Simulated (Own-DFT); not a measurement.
Si12O23 (quartz with two neutral oxygen vacancies, strained, atoms displaced) (calculated)

A calculation, not a measurement: plane-wave PBE and HSE06 DFT by an unreviewed code, no spin, of a simulated cell at Gamma alone, so results move with cell size and shape, stress positive in tension, energies less offsets, not probed for a lower state with spin; oxygen file: force components 24 meV/angstrom off all-electron in a glass; k mesh not checked against a denser one; forces and stress are PBE's, HSE06 gives the energy alone, and its difference from PBE has offsets of its own; offsets are fitted by least squares, one for each functional and potential file, so energies compare only between cells with the same atoms and settings and are not formation energies; the far tail of each file's local potential was reset to the Coulomb form; each entry is a single point on an unrelaxed cell, so the pressure reflects the starting lattice, mostly measured values (interpolated for alloys), from which strain is counted, and rises with the displacements; printed positions are rounded, which can move forces by about a meV/angstrom; the program, named Own-DFT, is a retired in-house code; no spin-orbit coupling. Program: Own-DFT development build.

Settings shared by all entries: first functional PBE; second functional HSE06; exact exchange share 0.25; screening 0.11 1/bohr; exchange divergence Gygi-Baldereschi; potential files PseudoDojo norm-conserving, scalar-relativistic, made for PBE, standard set; wave cutoff 48 hartree; occupations fixed; k mesh 1 x 1 x 1 centred on Gamma.

(1) 
```xyz
70
Lattice="9.7627 -0.1238 0.0402 -4.9886 8.5961 0.0935 0.0442 0.1443 11.0178" Properties=species:S:1:pos:R:3:force_x:R:1:force_y:R:1:force_z:R:1 formula=Si12O23 PBE_energy_of_cell_above_offsets=-6.402 HSE06_less_PBE_above_offsets=0.867 PBE_pressure=9.55 PBE_stress_xx=-15.6 PBE_stress_yy=-2.46 PBE_stress_zz=-10.59 PBE_stress_yz=6.92 PBE_stress_xz=8.52 PBE_stress_xy=-5.47
Si     2.3146     0.0401     0.0256     -6.503     -3.889      4.723
Si    -1.0810     2.1810     3.7508     -5.858     -1.976      0.712
Si     1.1369     2.1755     1.9416      7.978      3.175     -9.695
O      1.3237     1.1821     0.6695     -0.207      -0.77      0.067
O      2.6921     2.4674     2.4022      1.906     -1.551      3.322
O      3.3786     0.5105     4.5148      7.467      4.068     -9.403
O     -1.1046     3.1716     5.0345      0.187     -0.079      -1.73
O      0.2799     1.9438     3.0592     -4.105     -2.616      7.265
O      0.7185     3.6020     1.2375     -0.198      0.147      -0.44
Si     2.4618     0.1939     5.5431     -8.534     -8.302      8.283
Si    -1.1497     2.1801     9.1177      4.275      0.234      5.782
Si     1.1946     2.4226     7.4546      8.426        0.5     -7.478
O      1.4662     1.2018     6.1929     -0.979      2.323      1.504
O      2.6099     2.8060     8.1132       2.45     -2.102      1.661
O      3.1842     0.7069     9.9285      2.852        1.2     -4.415
O      0.3079     1.8466     8.4042     -7.372      -4.78      7.202
O      0.7334     3.7128     6.7782     -2.167      4.162     -3.997
Si    -0.0106     4.3955    10.9379      -6.98     -4.153      6.724
Si    -3.6805     6.4174     3.6400     -4.099     -1.619      3.463
Si    -1.0867     6.5734     1.9375     -6.636     -2.172      -3.74
O      0.2137     6.8731     2.6100      6.375      0.771      4.121
O      0.7794     4.9520     4.3560      2.886       0.92     -3.517
O     -3.7263     7.4920     4.7676      2.271      4.659      3.713
O     -2.3240     6.2066     3.0493      6.587     -1.407     -2.754
O     -1.8351     7.9419     1.2723      1.563     -0.527      0.759
Si    -0.1195     4.4017     5.4037     -4.254     -0.842      9.044
Si    -3.5988     6.5473     9.2707      1.394     -2.786      2.279
Si    -1.1438     6.6379     7.4383     -3.697     -3.616     -3.997
O     -1.1882     5.5435     6.1327      2.081     -0.534      0.154
O      0.2309     6.7776     8.0540      2.398      1.721      -0.56
O      0.8181     4.9863     9.8969      5.084      4.757     -6.188
O     -3.7856     7.5735    10.5684      2.566       1.14     -1.163
O     -2.0772     6.1081     8.6055     -2.938      0.266      2.548
O     -1.6572     7.9845     6.9097     -2.185      4.152     -2.726
Si     2.2038     8.5589    11.1213      1.847      5.609      2.583
Si     3.7586     1.8988     3.6914     -3.891      2.877      0.937
Si     6.1319     2.1042     2.0161       2.04      4.325     -10.02
O      6.2044     1.0484     0.6727       0.23     -0.642      0.978
O      7.5938     2.3768     2.4911      3.603      0.137      3.055
O      8.0668     0.6260     4.4785      3.417      2.953     -3.471
O      3.8343     3.0408     4.9500     -1.626     -2.737     -2.248
O      5.1418     1.7311     3.0411      -1.89      -2.55      3.672
O      5.6103     3.6909     1.2459     -0.719     -2.563      0.352
Si     7.3322     0.0185     5.6779     -3.466     -2.165     -1.006
Si     3.6696     2.0649     9.2865      1.019      1.178     -5.188
Si     6.2113     2.1956     7.4236     -3.207      2.192     -0.742
O      6.2259     1.0972     6.1394     -0.157      1.895      2.856
O      7.6447     2.5019     8.0991     -3.012      1.238     -4.065
O      8.1530     0.7120     9.9207     -0.248     -0.781      0.144
O      3.8342     3.2579    10.2171     -0.414      3.106       3.68
O      5.2402     1.7843     8.7246     -0.662     -0.468     -1.362
O      5.5681     3.7149     6.8541      1.997     -3.841      1.629
Si     4.6323     4.4760    10.9718     -2.181     -3.952      8.083
Si     1.3840     6.3182     3.7703     -4.605      4.384      2.194
Si     3.6740     6.5493     1.9470      2.018      0.471     -0.134
O      3.8038     5.5323     0.7857      -0.54     -3.234     -3.124
O      5.1380     6.8441     2.5019     -0.663      0.037     -0.028
O      5.5647     4.9166     4.5774       2.87       1.76      -4.99
O      1.3156     7.5059     5.0310        0.7     -2.234     -1.606
O      2.7078     6.0383     3.0916      1.899     -1.152     -0.096
O      3.0899     7.8587     1.3052     -1.046      1.766     -0.594
Si     4.6874     4.1933     5.6039     -0.287      2.052      2.308
Si     1.1658     6.4626     9.1961      5.215     -3.633      1.972
Si     3.7069     6.5973     7.5117      4.529     -3.496      -4.53
O      3.9376     5.4866     6.2258     -2.291      1.554      1.961
O      5.1847     6.7424     8.1368     -0.618      1.151     -0.895
O      5.6340     4.9436    10.0226      5.609      4.782      -6.55
O      1.4027     7.4865    10.3977     -2.551     -2.361     -1.728
O      2.6777     6.0917     8.4797     -4.939      -1.03      4.621
O      3.1899     7.9137     6.8885     -0.018        2.9     -0.171
```

Units: PBE_energy_of_cell_above_offsets, HSE06_less_PBE_above_offsets in eV; PBE_pressure, PBE_stress_xx, PBE_stress_yy, PBE_stress_zz, PBE_stress_yz, PBE_stress_xz, PBE_stress_xy in GPa; force_x, force_y, force_z in eV/Å.

(2) 
```xyz
70
Lattice="9.7472 0.1426 0.1102 -4.7501 8.3898 -0.0504 0.1213 0.0060 11.0036" Properties=species:S:1:pos:R:3:force_x:R:1:force_y:R:1:force_z:R:1 formula=Si12O23 PBE_energy_of_cell_above_offsets=-8.484 HSE06_less_PBE_above_offsets=0.478 PBE_pressure=10.83 PBE_stress_xx=-11.71 PBE_stress_yy=-11.64 PBE_stress_zz=-9.14 PBE_stress_yz=3.02 PBE_stress_xz=4.08 PBE_stress_xy=3.31
Si    -2.2668     8.4080    10.8871     -1.236       4.49       4.78
Si     8.5834     2.1115     3.6208      4.759      0.548      6.417
Si     1.4471     2.2635     1.9516     -3.443      1.201     -2.808
O      1.3363     1.3177     0.6296      2.529     -3.287     -0.701
O      2.9227     2.5663     2.4883     -2.733      0.589     -1.967
O      3.3172     0.8718     4.5220      -1.38     -3.883      0.416
O     -0.9128     3.0806     4.7352     -1.608     -0.852     -0.687
O      0.3138     1.7437     3.0743      3.898     -0.491     -1.809
O      0.8089     3.5783     1.1987       0.19       0.84     -0.346
Si     2.2765     0.1345     5.5051      2.637     -4.601      1.214
Si    -0.9770     2.0619     9.2009     -2.112     -3.543      0.696
Si     1.3343     2.4123     7.4781      7.451     -1.484     -3.773
O      1.3908     1.1191     6.2187     -2.651      3.766      2.532
O      3.3082     0.6262     9.7938      2.957      2.942     -2.327
O     -0.9096     3.1819    10.3673     -2.316     -3.721     -2.313
O      0.4002     1.7801     8.4324     -3.782     -2.371      4.756
O      0.9346     3.6034     6.5696     -0.256      1.797     -0.301
Si     0.0349     4.2788    10.8801      6.813     -4.632      1.921
Si    -3.4475     6.3346     3.6289     -6.407     -6.272      -1.87
Si    -0.9776     6.4946     1.8397     -4.511     -4.307     -1.772
O     -0.9125     5.1575     0.6652     -5.921      9.097       6.43
O      0.4133     6.7325     2.4375      1.604      0.587      1.277
O      0.9383     4.8862     4.2651      -3.31     -6.324      3.356
O     -3.2309     7.1029     4.8432      1.835      7.932      6.999
O     -2.2104     5.8945     2.9547      9.132     -0.693     -5.103
O     -1.5588     7.7843     1.1204       0.73      0.532       0.57
Si    -0.0398     4.1843     5.4442      1.599      0.221     -2.093
Si     6.3635     6.1788     9.2713      1.574      7.137      -4.09
Si    -0.9789     6.4617     7.2585      3.909     -0.333      2.186
O     -0.9071     5.3264     6.0702      -1.04      2.064      1.378
O      0.7124     6.8438     8.1080     -5.018     -0.368     -3.585
O      0.9479     4.8974     9.7939      0.695     -1.589     -0.829
O     -3.2062     7.3846    10.3609     -4.393     -6.926     -4.263
O     -1.8317     5.8842     8.4990     -2.236     -0.728      1.564
O     -1.5839     7.8279     6.8079     -0.886      1.941     -2.778
Si     7.1436     0.1942     0.1322       2.79      -6.83     -4.932
Si     3.7973     2.0390     3.6359      0.207      3.603      4.715
Si     6.2461     2.4496     1.9228     -1.253     -5.884      0.864
O      6.2813     1.2175     0.7507     -3.598      5.924      3.243
O      7.6844     2.5795     2.5483     -3.472      2.434      -4.22
O      8.1573     0.7712     4.3389     -0.501     -1.178      0.208
O      3.9793     3.1824     4.8017       0.14      0.526      0.447
O      5.1426     1.8247     2.9784      5.847     -0.766     -2.378
O      5.6523     3.6454     1.2194      1.817      1.496      1.595
Si     7.2542     0.1683     5.4885     -2.106     -3.753      2.999
Si     3.7767     2.1646     9.2476     -0.376     -0.863     -2.997
Si     6.1760     2.3343     7.4707      0.348      0.848      1.989
O      6.3202     1.2669     6.2858      0.579     -1.397     -1.422
O      7.7791     2.6066     8.1190     -2.479      0.285     -0.756
O      8.2130     0.5668     9.8546      0.985      3.765      -0.15
O      3.9222     3.2990    10.4019       0.19     -1.066      0.002
O      5.8167     3.7252     6.7203     -0.001      0.399       0.02
Si     4.8900     4.2793     0.0919     -7.411      2.679     -0.386
Si     1.3380     6.1688     3.6576     -0.624      6.061      0.736
Si     3.7418     6.5685     1.9317      1.458     -2.535      0.413
O      3.8049     5.4072     0.7222      1.208      0.178      0.816
O      5.2726     6.7370     2.5854     -3.094      1.518     -1.975
O      5.6488     5.0151     4.3823      3.211       2.51     -3.432
O      1.5636     7.2654     4.8655     -0.171      2.398      0.384
O      2.7443     6.0244     3.1469      6.158      0.038     -4.068
O      3.3063     7.9135     1.2185      0.236      0.571      0.925
Si     4.8996     4.3661     5.5176      -3.35     -2.314      2.248
Si     1.5843     6.2460     9.2966     -1.955      0.317     -2.343
Si     3.7847     6.5174     7.3680      3.718     -4.815      2.388
O      3.8733     5.4296     6.1973     -0.115     -1.331     -0.411
O      5.3257     6.6588     7.9501       2.22      -0.45      2.624
O      5.8053     4.9640     9.9758      1.367     -1.923     -0.415
O      1.5924     7.3097    10.3876      0.859      4.111      4.662
O      2.9496     6.0262     8.6233      2.665     -1.489     -0.086
O      3.3121     7.7467     6.7130     -2.574      7.651     -4.388
```

Units: PBE_energy_of_cell_above_offsets, HSE06_less_PBE_above_offsets in eV; PBE_pressure, PBE_stress_xx, PBE_stress_yy, PBE_stress_zz, PBE_stress_yz, PBE_stress_xz, PBE_stress_xy in GPa; force_x, force_y, force_z in eV/Å.

(3) 
```xyz
70
Lattice="9.6662 -0.0365 -0.1824 -4.8647 8.4283 0.0267 -0.2007 -0.0819 10.8401" Properties=species:S:1:pos:R:3:force_x:R:1:force_y:R:1:force_z:R:1 formula=Si12O23 PBE_energy_of_cell_above_offsets=-1.525 HSE06_less_PBE_above_offsets=-0.120 PBE_pressure=19.38 PBE_stress_xx=-21.5 PBE_stress_yy=-17.47 PBE_stress_zz=-19.18 PBE_stress_yz=-3.64 PBE_stress_xz=-4.15 PBE_stress_xy=-0.39
Si    -2.7547     8.2606    10.7510     -6.187      0.227      4.893
Si     8.4447     1.8017     3.3445     -7.212      5.828      7.222
Si     1.1141     2.2204     1.8226       3.93     -1.462     -1.894
O      1.3175     1.0943     0.5600     -0.996      1.276      1.669
O      2.6921     2.4719     2.4157     -2.765      0.313     -1.356
O      3.0225     0.5463     4.0756     -0.478     -1.099      2.368
O     -1.1134     3.1065     4.7644     -3.239     -4.493     -3.631
O      0.0839     1.7558     2.9887      11.53     -1.334     -5.003
O      0.7407     3.6346     1.1264      2.462     -2.567      4.081
Si    -2.7507     8.3450     5.4650        1.6      0.853     -3.669
Si    -1.2459     1.8366     9.0894     -2.371      5.348     -1.661
Si     1.1880     2.1066     7.2533     -1.637      3.366      -1.91
O      1.1683     0.9844     6.1153     -0.266      0.463     -0.086
O      2.5977     2.4513     7.8803     -1.509      0.608     -2.474
O      2.9208     0.3835     9.6652      7.046      7.276     -8.948
O     -1.3811     3.1714    10.1411      0.904     -2.323     -0.762
O      0.1802     1.6691     8.3782     -1.119     -1.193      1.768
O      0.5350     3.5296     6.5230       7.28     -6.315      9.335
Si    -0.1354     4.2922     0.0845     -3.225      0.773     -5.048
Si     5.9832     6.1568     3.4733      0.849     -1.402     -5.218
Si    -1.2058     6.4400     1.8041     -2.881      1.546     -0.036
O     -1.2112     5.2444     0.7890      0.113     -0.805     -1.547
O      0.2516     6.8279     2.1905      4.296     -0.943       4.19
O      0.6729     4.7802     4.3224       2.53      3.645     -3.292
O     -3.6783     7.2624     4.7368      0.218      2.992      3.397
O     -2.2031     5.8535     2.9683     -0.439      1.361      0.504
O     -1.6383     7.8400     1.0211      2.047     -2.473      4.099
Si    -0.1769     4.0902     5.4227     -6.336      6.611       -3.1
Si     5.9434     5.9583     8.7718     -4.145      0.961      6.147
Si    -1.3585     6.4174     7.0925      1.702     -0.371      12.34
O     -1.1723     5.3137     6.2523      1.928     -10.81      -9.91
O      0.0862     6.6456     7.7862      -0.22      0.603      1.081
O      0.6497     4.6896     9.7330      0.297      2.327     -0.622
O     -3.6434     7.1789    10.1087     -2.309     -2.027     -1.022
O     -2.3936     5.7467     8.3904      6.985      0.145     -4.586
O     -1.8123     7.7044     6.5821     -2.765       7.27     -2.696
Si     7.1649     0.0499    -0.1274     -10.09     -1.938     -0.048
Si     3.7533     1.8577     3.4462     -2.328      0.664      1.804
Si     6.1828     2.1349     1.5806     -3.986       8.53      7.526
O      6.2122     1.2033     0.5466      0.256     -9.976     -10.02
O      7.5240     2.3911     2.2487      1.721      1.283     -0.044
O      7.9272     0.6249     4.1693      1.121     -1.957     -1.965
O      3.7242     2.9953     4.7030     -3.715     -7.331     -3.822
O      5.1170     1.7689     2.7077      0.323     -1.676      1.797
O      5.5017     3.4823     1.0795     -0.084      1.893     -0.123
Si     7.0847    -0.0648     5.2591     -0.899      1.868      7.739
Si     3.6022     1.8622     8.8967     -0.948     -3.851      3.332
Si     5.9584     2.3273     7.0612     -2.079     -8.602      1.103
O      7.3613     2.2921     7.5527      7.355     -0.558      4.447
O      7.5754     0.6698     9.6172      5.361      3.022     -6.953
O      3.6676     3.0109     9.9673     -3.202     -2.554     -0.104
O      5.0024     1.5695     8.2940      2.104      0.296     -1.885
O      5.5491     3.5142     6.3286     -3.637      6.864     -3.861
Si     4.5565     4.1122    -0.0189       3.47      6.916       0.12
Si     1.2328     6.2287     3.6256     -7.437     -0.979      0.395
Si     3.4737     6.5039     1.7238      2.319      0.499      2.734
O      3.7855     5.5373     0.5892     -0.277     -5.577     -3.648
O      4.9900     6.7132     2.2716      0.413      0.559      1.386
O      5.4976     4.8168     4.0752     -2.179     -2.834      1.596
O      1.1466     7.3696     4.7429     -1.905     -1.879     -1.425
O      2.5854     5.9840     3.0332      5.054     -0.219     -3.311
O      3.0736     7.8633     0.9641      3.719     -2.604      6.287
Si     4.3655     4.2071     5.1769      9.071      3.055      1.398
Si     1.0775     6.2032     8.9974     -2.624     -10.42     -8.485
Si     3.5519     6.4910     7.1477     -10.43     -0.135     -5.965
O      3.5753     5.2798     5.8535     -2.576      3.637      2.881
O      4.8477     6.4676     7.7725      6.805       1.05      1.833
O      5.2874     4.7428     9.5644     -0.697     -1.605      1.471
O      1.1662     7.2053     9.9711      1.596      10.34      10.33
O      2.3971     5.8517     8.1990      2.794      0.042     -1.138
```

Units: PBE_energy_of_cell_above_offsets, HSE06_less_PBE_above_offsets in eV; PBE_pressure, PBE_stress_xx, PBE_stress_yy, PBE_stress_zz, PBE_stress_yz, PBE_stress_xz, PBE_stress_xy in GPa; force_x, force_y, force_z in eV/Å.
